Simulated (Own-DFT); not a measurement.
# Misfit strain and the stress it brings: grey tin, 32 atoms (Sn32)

The numbers are computed, not measured, by runs of the plane-wave DFT program Own-DFT (in-house, retired, unreviewed) at fixed positions, with no spin and no spin-orbit coupling.

Common settings: PBE; PseudoDojo norm-conserving scalar-relativistic files; cutoff 42 hartree; 3 x 3 x 5 k mesh centred on Gamma; cold (Marzari-Vanderbilt) smearing of 0.2 eV.

Caveats: forces on such cells failed a check on a denser k mesh; stress not checked against mesh or cutoff.

Unstrained cell vectors in Å: (12.978, 0.000, 0.000); (0.000, 12.978, 0.000); (0.000, 0.000, 6.489). The unstrained cell has measured lattice constants (interpolated for alloys), not those of this functional. That, the random moves and any unrelaxed bonds set the pressure at no strain. Each run strains x and y alike by e, as a substrate would, and holds the height along z. Each coordinate of each atom was shifted by a normal deviate of width 0.05 Å. Stress is positive in tension.

```
e (%),u (Å),(s_xx + s_yy)/2 (GPa),s_zz (GPa)
-2.50,0.048,-6.82,-6.00
-2.50,0.050,-6.88,-6.13
-2.00,0.051,?,?
-1.50,0.054,-5.50,-5.11
-1.50,0.050,-5.45,-5.06
-1.00,0.050,-4.82,-4.55
-0.50,0.053,-4.30,-3.98
1.75,0.051,-1.79,-2.18
1.75,0.051,-1.78,-2.24
2.25,0.053,-1.38,-1.99
2.25,0.049,-1.23,-1.80
3.00,0.051,-0.65,-1.48
```

## Working it out

With e as a fraction, the in-plane stress is -3.6 + 115 e - 499 e² GPa (errors 1 and 62, scatter 0.05), and s_zz is -3.6 + 87 e - 515 e² GPa (slope ± 1, scatter 0.08). At e = 0 the first slope is C11 + C12 and the second 2 C12, both with the ions held to the strained lattice and at the cell's own pressure. The term in e² is negative: the layer stiffens under compression and softens under tension. A free layer would change its height as e changes, and the in-plane slope would drop by 2 C12²/C11 to the biaxial modulus. At fixed height, a misfit of 1 % moves the in-plane stress by about 1.2 GPa and s_zz by 0.9 GPa.

## Withheld run

The question: what are the two stresses at e = -2.00 %?

From the fit: -6.2 and -5.6 GPa. Computed: -6.15 and -5.51 GPa.
